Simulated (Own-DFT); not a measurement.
# Biaxial strain at fixed height in wurtzite GaN, 72 atoms (Ga36N36)

No measurement is shown. These are fixed-geometry runs of a retired plane-wave code named Own-DFT, which no person has reviewed; spin and spin-orbit coupling are neglected.

Method: PBE; PseudoDojo norm-conserving scalar-relativistic files (stringent for Ga); cutoff 96 hartree; 4 x 4 x 3 k mesh centred on Gamma; Gaussian smearing of 0.01 eV.

Known weak points: forces not confirmed at this smearing and k mesh; stress not checked against mesh or cutoff.

Unstrained cell vectors in Å: (9.567, 0.000, 0.000); (-4.783, 8.285, 0.000); (0.000, 0.000, 10.370). The unstrained cell has measured lattice constants (interpolated for alloys), not those of this functional. That, the random moves and any unrelaxed bonds set the pressure at no strain. Each run strains x and y alike by e, as a substrate would, and holds the height along z. Each atom got a random Gaussian move of width 0.05 Å along each axis. Stress is positive in tension.

```
e (%),u (Å),(s_xx + s_yy)/2 (GPa),s_zz (GPa)
-2.50,0.050,-22.22,-10.69
-2.25,0.048,?,?
-1.75,0.050,-18.13,-7.89
-1.00,0.047,-12.08,-8.98
-0.50,0.054,-10.64,-8.02
0.50,0.047,-4.35,-5.64
1.00,0.055,-2.41,-5.87
2.50,0.050,4.71,-4.37
2.75,0.047,6.25,-4.88
3.00,0.052,6.45,-2.37
```

## What the rows give

With e as a fraction, the in-plane stress is -7.3 + 543 e - 2436 e² GPa (errors 12 and 678, scatter 0.58), and s_zz is -7.1 + 120 e GPa (slope ± 16, scatter 0.92). At e = 0 the first slope is C11 + C12 and the second 2 C13, both with the ions held to the strained lattice and at the cell's own pressure. The term in e² is negative: the layer stiffens under compression and softens under tension. A free layer would change its height as e changes, and the in-plane slope would drop by 2 C13²/C33 to the biaxial modulus. At fixed height, a misfit of 1 % moves the in-plane stress by about 5.4 GPa and s_zz by 1.2 GPa.

## Prediction

Q: what are the two stresses at e = -2.25 %?

The fit gives -20.7 and -9.8 GPa. The run itself gave -20.40 and -11.16 GPa.
